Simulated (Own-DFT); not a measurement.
# Response to strain: zincblende GaAs, 64 atoms (As32Ga32)

No measurement is shown. These are fixed-geometry runs of a retired plane-wave code named Own-DFT, which no person has reviewed; spin and spin-orbit coupling are neglected.

Settings: PBE; PseudoDojo norm-conserving scalar-relativistic files; cutoff 42 hartree; 3 x 3 x 3 k mesh centred on Gamma; Fermi-Dirac smearing of 0.1 eV.

Caveats: forces not confirmed at this smearing and k mesh; stress not checked against mesh or cutoff.

Unstrained cell vectors in Å: (11.307, 0.000, 0.000); (0.000, 11.307, 0.000); (0.000, 0.000, 11.307). The unstrained cell has measured lattice constants (interpolated for alloys), not those of this functional. That, the random moves and any unrelaxed bonds set the pressure at no strain. The cell is deformed uniformly in each run, and the atoms keep their fractional places. Random moves of width 0.05 Å per axis were added to every atom. Strain is the symmetric tensor, in per cent. Stress is positive in tension, and the pressure is minus a third of its trace.

```
run,e_xx (%),e_yy (%),e_zz (%),e_yz (%),e_xz (%),e_xy (%),s_xx (GPa),s_yy (GPa),s_zz (GPa),s_yz (GPa),s_xz (GPa),s_xy (GPa),P (GPa),E (meV/atom)
1,-1.50,-0.13,1.23,-0.16,0.43,0.88,-5.03,-4.51,-3.43,-0.42,0.82,1.69,4.32,13.9
2,1.97,0.87,0.13,-1.32,1.83,1.10,-1.38,-2.09,-2.46,-1.62,2.45,1.77,1.98,4.6
3,-1.68,0.56,0.12,-0.36,0.05,1.77,-5.67,-4.56,-4.85,-0.84,0.44,3.16,5.02,27.9
4,-1.88,0.42,-0.15,0.31,-1.66,1.86,-6.19,-4.87,-5.17,0.63,-2.81,2.72,5.41,25.5
5,-1.35,0.47,-1.39,1.89,1.82,-1.75,-6.85,-5.68,-6.76,3.61,4.16,-3.27,6.43,53.6
6,1.46,0.56,0.12,-0.65,0.94,0.46,-2.06,-2.36,-2.76,-1.47,0.52,-0.04,2.40,1.5
7,0.97,1.20,-1.01,0.56,0.58,0.08,-2.74,-2.52,-3.82,0.58,1.18,0.07,3.03,0.0
8,-1.43,1.32,-0.26,0.82,-1.15,-0.26,-5.20,-3.59,-4.58,1.52,-1.72,-1.54,4.46,23.6
9,1.30,0.20,-1.10,0.52,-1.67,-1.89,-3.46,-4.03,-4.54,1.24,-1.93,-2.97,4.01,26.0
10,-0.48,-1.88,-1.18,1.61,-0.54,-1.69,-6.80,-7.60,-7.10,3.47,-0.70,-2.34,7.17,45.5
11,0.79,-1.85,-1.95,-1.64,-1.98,-0.14,-5.94,-7.43,-7.56,-4.07,-2.89,0.10,6.98,55.8
12,-0.79,-1.23,-1.12,-1.78,1.63,-1.85,-6.95,-7.16,-7.12,-2.66,2.93,-2.60,7.08,56.8
13,1.65,0.23,-0.44,1.11,-1.51,-0.36,-2.42,-3.22,-3.58,1.66,-2.52,-0.06,3.07,9.1
14,-0.74,-0.47,0.47,-1.04,0.74,-0.22,-5.02,-4.65,-4.20,-1.21,1.03,0.15,4.62,16.6
15,1.56,0.67,-0.43,-0.93,-0.60,0.43,?,?,?,?,?,?,?,?
```

E is the free energy for each atom above the lowest run shown.

## Analysis

Each stress component was fitted by least squares to a constant and the strains of the runs shown, as fractions, with shears doubled. Shear strains stay in the fit of a normal stress only where such slopes are resolved. The slopes, in GPa:

```
stress,at no strain,per e_xx,per e_yy,per e_zz,scatter
s_xx,-4.2,118 ± 3,65 ± 5,79 ± 6,0.16
s_yy,-4.2,62 ± 4,124 ± 6,73 ± 7,0.20
s_zz,-4.2,63 ± 4,64 ± 6,135 ± 7,0.19
```

The slope of each shear stress on twice its own strain, from a fit on all six strains: yz 90 ± 8, xz 80 ± 5, xy 83 ± 9 GPa. These are stiffnesses along x, y and z of the frame in which the cell vectors are given, which need not be the crystal's axes. No internal relaxation is included, and where it is allowed it would reduce some of the slopes. Slopes across the diagonal should nearly agree, so their difference gauges the noise. A ninth of the table's sum, 87 ± 3 GPa, estimates the bulk modulus near the mean pressure of these runs, 4.7 GPa, so it lies above the value at zero pressure.

## Prediction

Question: what normal stresses and pressure should run 15 give?

From the fit: s_xx = -2.2, s_yy = -2.7, s_zz = -3.3 and P = 2.8 GPa. The run itself gave -2.18, -2.71, -3.17 and P = 2.69 GPa.
